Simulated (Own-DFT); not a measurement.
GaN (wurtzite, strained, atoms displaced) (calculated)

Computed with Own-DFT development build. A calculation, not a measurement: plane-wave PBE density functional theory by an unreviewed code, no spin, of a simulated periodic cell, stress positive in tension, free energy of the whole cell less one offset for each atom, forces on such cells passed a denser k mesh, this cell's mesh not checked; offsets are fitted by least squares, one for each functional and potential file, so energies compare only between cells with the same atoms and settings and are not formation energies; the far tail of each file's local potential was reset to the Coulomb form; each entry is a single point on an unrelaxed cell, so the pressure reflects the starting lattice, mostly measured values (interpolated for alloys), from which strain is counted, and rises with the displacements; printed positions are rounded, which can move forces by about a meV/angstrom; the program, named Own-DFT, is a retired in-house code; no spin-orbit coupling.

Common to all runs: functional PBE; potential files PseudoDojo norm-conserving, scalar-relativistic, standard set with the stringent files for Ga; wave cutoff 96 hartree; occupations Gaussian; smearing width 0.01 eV; k mesh 3 x 4 x 3 centred on Gamma.

(1) GaN (wurtzite, strained, atoms displaced)

```
CELL_PARAMETERS angstrom
12.83570 -0.00850 0.10500
-4.81890 8.25670 -0.15070
0.08530 -0.13930 10.45340
ATOMIC_POSITIONS crystal
Ga 0.07943 0.22691 0.00927
Ga 0.16516 0.11908 0.24961
N 0.08377 0.22636 0.19698
N 0.16769 0.11469 0.44247
Ga 0.08594 0.21880 0.49338
Ga 0.16920 0.10517 0.75797
N 0.08927 0.22187 0.68662
N 0.17472 0.11611 0.93512
Ga 0.08791 0.56890 0.00111
Ga 0.16434 0.44578 0.25672
N 0.08759 0.55205 0.18670
N 0.16817 0.44799 0.43496
Ga 0.08240 0.55250 0.50432
Ga 0.15854 0.43987 0.74179
N 0.08451 0.55748 0.68551
N 0.16584 0.43418 0.93899
Ga 0.08324 0.88518 0.00382
Ga 0.15694 0.77142 0.24883
N 0.08254 0.88580 0.19151
N 0.17580 0.77890 0.43134
Ga 0.07293 0.87484 0.50139
Ga 0.15848 0.76644 0.73733
N 0.08746 0.89269 0.69310
N 0.16761 0.77246 0.93471
Ga 0.33069 0.22251 0.00067
Ga 0.41774 0.11013 0.25440
N 0.33286 0.21296 0.18726
N 0.41704 0.12429 0.43916
Ga 0.32983 0.21812 0.50582
Ga 0.42094 0.11191 0.74172
N 0.33427 0.22024 0.69518
N 0.41734 0.10586 0.94270
Ga 0.33829 0.56072 0.99823
Ga 0.41595 0.44743 0.24737
N 0.33409 0.55130 0.18805
N 0.41870 0.45320 0.44088
Ga 0.33020 0.54733 0.49854
Ga 0.41179 0.44526 0.74789
N 0.33910 0.55997 0.68738
N 0.41352 0.44055 0.93675
Ga 0.33414 0.88755 0.00224
Ga 0.41023 0.77814 0.24662
N 0.32875 0.88358 0.18840
N 0.41367 0.78162 0.43543
Ga 0.33085 0.88625 0.49642
Ga 0.42038 0.78851 0.74763
N 0.32934 0.88601 0.69080
N 0.41951 0.77089 0.93774
Ga 0.58578 0.21661 0.99992
Ga 0.66371 0.09530 0.24229
N 0.58404 0.23334 0.19396
N 0.67097 0.11526 0.44029
Ga 0.58314 0.21969 0.50222
Ga 0.66193 0.11797 0.75372
N 0.57936 0.22050 0.68998
N 0.66470 0.10387 0.92871
Ga 0.58631 0.55913 0.00053
Ga 0.66358 0.44025 0.25637
N 0.58074 0.56030 0.18795
N 0.67114 0.44627 0.44252
Ga 0.58027 0.55815 0.50183
Ga 0.66490 0.44037 0.74604
N 0.58233 0.54957 0.68432
N 0.67347 0.44971 0.94399
Ga 0.58005 0.88715 0.00171
Ga 0.67069 0.77610 0.25421
N 0.58017 0.88095 0.19346
N 0.67362 0.78384 0.44390
Ga 0.58286 0.87624 0.49759
Ga 0.66830 0.77410 0.75187
N 0.58240 0.87805 0.68857
N 0.66530 0.77294 0.93523
Ga 0.83006 0.21471 0.00111
Ga 0.92182 0.11111 0.25558
N 0.82750 0.22421 0.19027
N 0.91451 0.10591 0.43364
Ga 0.83494 0.22547 0.49512
Ga 0.92357 0.11031 0.74531
N 0.82867 0.21210 0.69189
N 0.91817 0.11204 0.93907
Ga 0.83022 0.55207 0.00652
Ga 0.91172 0.44619 0.24719
N 0.83103 0.55064 0.18790
N 0.91795 0.44623 0.43900
Ga 0.83343 0.56132 0.51348
Ga 0.91922 0.43978 0.74682
N 0.83223 0.55596 0.68493
N 0.91711 0.44753 0.94042
Ga 0.83504 0.88420 0.99762
Ga 0.91828 0.78242 0.24141
N 0.83942 0.89254 0.18617
N 0.91270 0.77496 0.42994
Ga 0.84910 0.90880 0.50218
Ga 0.92614 0.79194 0.75532
N 0.83995 0.89238 0.69253
N 0.91834 0.77820 0.93724
```

* free energy of cell above offsets: -5.298 eV
* pressure: 4.83 GPa
* stress xx: -4.16 GPa
* stress yy: -6.72 GPa
* stress zz: -3.61 GPa
* stress yz: -2.55 GPa
* stress xz: 1.13 GPa
* stress xy: -0.1 GPa

Force:
| element | x (eV/Å) | y (eV/Å) | z (eV/Å) |
| --- | --- | --- | --- |
| Ga | 0.96 | -0.456 | -0.905 |
| Ga | 1.76 | -0.759 | 0.487 |
| N | -0.038 | -0.413 | -0.813 |
| N | 0.545 | -1.521 | -0.927 |
| Ga | -1.009 | 0.99 | 1.057 |
| Ga | -0.075 | 1.724 | -0.892 |
| N | -0.348 | -0.721 | -0.749 |
| N | -1.969 | -1.42 | 1.848 |
| Ga | 0.547 | -2.73 | -0.113 |
| Ga | 0.866 | 0.958 | -1.324 |
| N | -1.57 | -0.078 | 0.129 |
| N | -0.279 | -0.91 | 1.432 |
| Ga | -0.057 | 0.417 | -1.853 |
| Ga | 2.176 | 0.673 | 1.763 |
| N | -0.282 | -1.998 | -0.324 |
| N | -0.674 | 1.791 | -0.615 |
| Ga | 0.456 | 0.773 | -0.779 |
| Ga | 1.45 | 0.413 | 0.122 |
| N | -0.257 | 0.856 | -0.624 |
| N | -2.613 | -0.891 | 1.127 |
| Ga | 1.187 | 1.227 | -0.619 |
| Ga | 1.009 | 2.707 | 2.348 |
| N | -0.193 | -1.219 | -1.441 |
| N | -0.39 | 1.461 | -0.54 |
| Ga | 1.596 | 0.168 | 0.114 |
| Ga | -0.343 | 0.115 | -0.613 |
| N | -0.945 | 0.859 | 0.414 |
| N | 1.133 | -1.484 | 0.357 |
| Ga | -0.209 | 1.175 | 0.133 |
| Ga | -1.825 | -0.709 | 2.024 |
| N | -0.113 | -0.175 | -0.92 |
| N | 0.111 | 0.58 | -0.897 |
| Ga | -0.662 | -1.758 | 0.253 |
| Ga | 0.406 | -0.758 | 0.507 |
| N | -1.076 | 0.253 | -0.128 |
| N | 0.406 | -1.478 | -0.845 |
| Ga | -0.404 | 1.783 | 0.53 |
| Ga | 0.945 | 0.06 | 0.674 |
| N | -1.78 | -0.293 | -0.296 |
| N | 0.97 | 0.551 | 0.122 |
| Ga | -0.003 | -0.077 | -0.545 |
| Ga | 0.649 | -0.684 | 0.719 |
| N | -0.268 | 0.415 | -0.003 |
| N | 1.163 | -0.685 | 0.077 |
| Ga | 0.737 | 1.356 | 0.753 |
| Ga | 0.114 | -1.26 | 0.252 |
| N | 0.099 | -0.002 | -0.94 |
| N | -1.046 | 1.34 | -0.278 |
| Ga | -1.162 | 0.911 | 0.586 |
| Ga | -1.08 | 2.484 | 1.92 |
| N | 0.87 | -3.048 | -1.245 |
| N | -0.471 | -1.228 | -0.546 |
| Ga | 0.143 | 0.447 | -0.854 |
| Ga | 1.483 | -1.499 | -1.899 |
| N | 1.152 | 0.148 | -0.652 |
| N | 0.147 | 0.202 | 2.432 |
| Ga | -0.535 | -1.067 | -0.13 |
| Ga | -0.072 | 1.878 | 0.289 |
| N | 1.106 | -0.612 | 0.246 |
| N | -0.808 | -0.04 | 0.14 |
| Ga | 1.293 | -0.033 | -0.347 |
| Ga | -0.123 | 1.258 | 1.102 |
| N | -0.115 | 0.18 | 0.931 |
| N | -1.168 | -1.259 | -1.293 |
| Ga | 0.938 | -0.418 | -0.226 |
| Ga | -0.171 | 0.404 | 0.149 |
| N | 0.123 | -0.698 | -1.193 |
| N | 1.013 | -0.514 | -0.739 |
| Ga | -1.427 | 1.653 | 0.544 |
| Ga | -0.238 | 0.088 | -0.623 |
| N | -0.108 | 1.369 | -0.25 |
| N | 0.266 | 0.911 | 0.753 |
| Ga | 0.106 | 1.027 | -0.368 |
| Ga | -1.61 | 0.206 | -1.487 |
| N | 1.485 | -0.913 | -0.427 |
| N | 0.407 | 2.429 | 0.668 |
| Ga | -0.396 | -0.278 | 0.855 |
| Ga | -1.003 | 0.99 | 1.198 |
| N | 0.566 | 0.78 | -0.833 |
| N | 0.101 | -0.591 | -0.088 |
| Ga | 0.944 | 0.421 | -1 |
| Ga | 1.069 | -0.006 | 0.656 |
| N | -0.567 | 1.001 | 0.483 |
| N | 0.029 | 0.486 | -0.053 |
| Ga | -0.052 | -0.4 | -3.226 |
| Ga | -1.39 | -0.094 | 0.98 |
| N | 0.867 | 0.284 | 2.713 |
| N | 0.408 | -0.504 | -0.387 |
| Ga | -0.949 | 0.761 | -0.015 |
| Ga | -0.13 | -1.185 | 0.891 |
| N | -0.911 | -0.259 | -0.161 |
| N | 0.439 | 0.314 | 0.909 |
| Ga | -1.002 | -3.397 | 0.762 |
| Ga | -0.639 | -1.707 | -0.274 |
| N | -0.189 | -0.764 | -0.826 |
| N | 0.512 | -0.287 | 0.672 |

(2) GaN (wurtzite, strained, atoms displaced)

```
CELL_PARAMETERS angstrom
12.80900 -0.22060 0.08760
-4.94670 8.36790 0.04010
0.07120 0.09130 10.55980
ATOMIC_POSITIONS crystal
Ga 0.08290 0.22960 0.99444
Ga 0.16647 0.11415 0.24829
N 0.07993 0.22701 0.18021
N 0.16759 0.11532 0.43488
Ga 0.08442 0.21278 0.50683
Ga 0.15508 0.10564 0.75023
N 0.08228 0.20939 0.68804
N 0.16551 0.11519 0.94187
Ga 0.07987 0.55230 0.00127
Ga 0.16929 0.44907 0.25624
N 0.08736 0.56260 0.18742
N 0.17408 0.44680 0.43983
Ga 0.08582 0.55633 0.49855
Ga 0.17640 0.45407 0.74029
N 0.07631 0.55402 0.68759
N 0.17511 0.45344 0.94468
Ga 0.08645 0.89186 0.00698
Ga 0.16834 0.77287 0.24767
N 0.08193 0.89451 0.18645
N 0.15828 0.76460 0.43954
Ga 0.08077 0.88176 0.50222
Ga 0.16714 0.78851 0.75116
N 0.07312 0.88926 0.69133
N 0.17162 0.78293 0.93798
Ga 0.32642 0.21819 0.99884
Ga 0.41806 0.12177 0.25571
N 0.33152 0.22099 0.18529
N 0.41331 0.11444 0.44539
Ga 0.33104 0.22098 0.49853
Ga 0.41682 0.11011 0.74853
N 0.33391 0.21542 0.69633
N 0.41662 0.11860 0.93489
Ga 0.32978 0.56405 0.99528
Ga 0.41691 0.44783 0.24320
N 0.32106 0.54028 0.18457
N 0.41908 0.44421 0.44204
Ga 0.33384 0.55628 0.49714
Ga 0.41340 0.44797 0.75148
N 0.34030 0.56047 0.69130
N 0.41234 0.44793 0.93478
Ga 0.34161 0.89326 0.00534
Ga 0.41754 0.77958 0.24429
N 0.34052 0.89594 0.18407
N 0.42606 0.78833 0.43985
Ga 0.33667 0.89260 0.49901
Ga 0.41599 0.77974 0.74556
N 0.33065 0.88687 0.69378
N 0.42154 0.78583 0.93568
Ga 0.58136 0.22347 0.00484
Ga 0.67381 0.11450 0.25528
N 0.58163 0.21905 0.18734
N 0.66953 0.10566 0.44402
Ga 0.58370 0.23302 0.50554
Ga 0.66639 0.10521 0.74905
N 0.57894 0.22778 0.69422
N 0.66601 0.10943 0.94083
Ga 0.58561 0.55529 0.00065
Ga 0.66294 0.44795 0.26143
N 0.58344 0.55057 0.18242
N 0.66999 0.45206 0.43752
Ga 0.57944 0.55662 0.49926
Ga 0.66968 0.44586 0.74872
N 0.57633 0.55566 0.68507
N 0.67801 0.45146 0.93080
Ga 0.58572 0.88868 0.00344
Ga 0.67585 0.78943 0.25572
N 0.58970 0.89773 0.18812
N 0.66721 0.78687 0.43090
Ga 0.58560 0.88010 0.50703
Ga 0.66105 0.77615 0.74326
N 0.58674 0.89181 0.69433
N 0.66259 0.77565 0.94049
Ga 0.83652 0.22015 0.00280
Ga 0.91325 0.11058 0.25300
N 0.83182 0.22287 0.19113
N 0.91568 0.10053 0.43761
Ga 0.83882 0.23549 0.50612
Ga 0.91730 0.11586 0.74291
N 0.83730 0.21993 0.69082
N 0.91211 0.10409 0.93828
Ga 0.83040 0.53802 0.00289
Ga 0.91768 0.44069 0.25033
N 0.83661 0.56050 0.19009
N 0.91507 0.43990 0.43850
Ga 0.83242 0.55407 0.49059
Ga 0.91364 0.43935 0.74428
N 0.83059 0.54856 0.68500
N 0.91993 0.44537 0.94215
Ga 0.83183 0.88637 0.99640
Ga 0.91978 0.78928 0.24943
N 0.83744 0.88865 0.18856
N 0.91725 0.77533 0.44329
Ga 0.83123 0.88773 0.49733
Ga 0.91670 0.78179 0.76219
N 0.83694 0.88695 0.68519
N 0.92138 0.78252 0.93972
```

* free energy of cell above offsets: -5.010 eV
* pressure: 2.96 GPa
* stress xx: -5.06 GPa
* stress yy: -4.41 GPa
* stress zz: 0.58 GPa
* stress yz: 1.86 GPa
* stress xz: 1.21 GPa
* stress xy: -5.37 GPa

Force:
| element | x (eV/Å) | y (eV/Å) | z (eV/Å) |
| --- | --- | --- | --- |
| Ga | 0.405 | -0.705 | 0.585 |
| Ga | -0.972 | 0.233 | -0.239 |
| N | 0.37 | -0.07 | 1.313 |
| N | 0.258 | -1.07 | 0.205 |
| Ga | -0.71 | 0.413 | -1.34 |
| Ga | 2.873 | -0.018 | 1.395 |
| N | -1.116 | 2.729 | -0.287 |
| N | -0.936 | -0.559 | -0.829 |
| Ga | 1.262 | 1.226 | -0.267 |
| Ga | -1.644 | -1.55 | -0.558 |
| N | 0.129 | -1.285 | 0.21 |
| N | -1.62 | -0.863 | 0.388 |
| Ga | -0.036 | -1.49 | 0.841 |
| Ga | -2.058 | -0.966 | 1.435 |
| N | 2.128 | 0.668 | -0.33 |
| N | -2.971 | -1.148 | -2.421 |
| Ga | 0.019 | -0.148 | -1.171 |
| Ga | -0.803 | 1.525 | 0.255 |
| N | 1.611 | -0.166 | 0.942 |
| N | 0.791 | 2.561 | -0.734 |
| Ga | -0.034 | 0.665 | 0.142 |
| Ga | -0.862 | -1.076 | 0.55 |
| N | 2.343 | -0.108 | -0.965 |
| N | -0.378 | -0.188 | 0.479 |
| Ga | 1.014 | 1.063 | -0.376 |
| Ga | 0.098 | -0.794 | -0.507 |
| N | 0.462 | 0.434 | 0.434 |
| N | 0.734 | 0.031 | -0.942 |
| Ga | -0.167 | 0.213 | 1.496 |
| Ga | -0.988 | -0.184 | 1.118 |
| N | -1.638 | 0.678 | -1.308 |
| N | 0.304 | -0.481 | 0.717 |
| Ga | 2.688 | 0.273 | 0.913 |
| Ga | -0.309 | -0.419 | 0.391 |
| N | 2.325 | 2.615 | -0.12 |
| N | -1.125 | 0.067 | -1.31 |
| Ga | 1.269 | 0.807 | 0.398 |
| Ga | 0.888 | -1.656 | 0.509 |
| N | -0.503 | 0.357 | -1.575 |
| N | 0.575 | 0.075 | 0.877 |
| Ga | -0.901 | 0.428 | -1.657 |
| Ga | 0.432 | -0.199 | 0.581 |
| N | -0.479 | -0.253 | 1.623 |
| N | -1.199 | -1.113 | -0.426 |
| Ga | -0.226 | -0.781 | 0.47 |
| Ga | -0.206 | 0.393 | 1.162 |
| N | 0.841 | 0.218 | -1.497 |
| N | -0.231 | -0.174 | 0.047 |
| Ga | 0.331 | 0.049 | -1.011 |
| Ga | -2.161 | -0.467 | 0.535 |
| N | 0.566 | 0.86 | 1.18 |
| N | -0.847 | 1.106 | 0.202 |
| Ga | 0.857 | -1.285 | 0.087 |
| Ga | -0.786 | 1.495 | 1.113 |
| N | 2.173 | -0.562 | -1.279 |
| N | -0.023 | 0.663 | -0.41 |
| Ga | -0.22 | -0.525 | -0.958 |
| Ga | 0.943 | -0.379 | -2.595 |
| N | -0.078 | 1.016 | 1.23 |
| N | -1.202 | -0.51 | 0.815 |
| Ga | 0.934 | 0.565 | 0.414 |
| Ga | -1.096 | 0.344 | 0.182 |
| N | 1.384 | 0.253 | -0.18 |
| N | -1.963 | -0.9 | 0.802 |
| Ga | 0.03 | 0.166 | -0.287 |
| Ga | -1.145 | -1.076 | -2.059 |
| N | 0.223 | -1.002 | 0.257 |
| N | 0.754 | -1.493 | 1.62 |
| Ga | -0.696 | 1.742 | -0.304 |
| Ga | 1.57 | -0.187 | 1.46 |
| N | -0.564 | -0.571 | -1.262 |
| N | 0.506 | 0.174 | -0.783 |
| Ga | -0.649 | -0.307 | -0.346 |
| Ga | 0.824 | 0.315 | -0.413 |
| N | 1.425 | 0.309 | -0.633 |
| N | -0.324 | 2.175 | 0.285 |
| Ga | 0.198 | -2.793 | -0.389 |
| Ga | 0.255 | -1.684 | 1.378 |
| N | -0.993 | 0.26 | -0.554 |
| N | 0.131 | 1.291 | -0.807 |
| Ga | 0.142 | 2.237 | 0.606 |
| Ga | -0.688 | 0.971 | -0.016 |
| N | -0.046 | -0.599 | 0.395 |
| N | 0.271 | 1.415 | -0.672 |
| Ga | 0.933 | 0.368 | 1.616 |
| Ga | -0.835 | 0.546 | 1.298 |
| N | 0.733 | 0.873 | -0.419 |
| N | -0.255 | -1.026 | -0.995 |
| Ga | 0.371 | -0.618 | 0.457 |
| Ga | 0.406 | -1.584 | 0.568 |
| N | -0.737 | 0.712 | -0.485 |
| N | -0.732 | 0.496 | -1.275 |
| Ga | 0.925 | -0.828 | 0.941 |
| Ga | -0.959 | -1.522 | -1.125 |
| N | -1.193 | 0.143 | 0.238 |
| N | -0.394 | -0.834 | 0.959 |
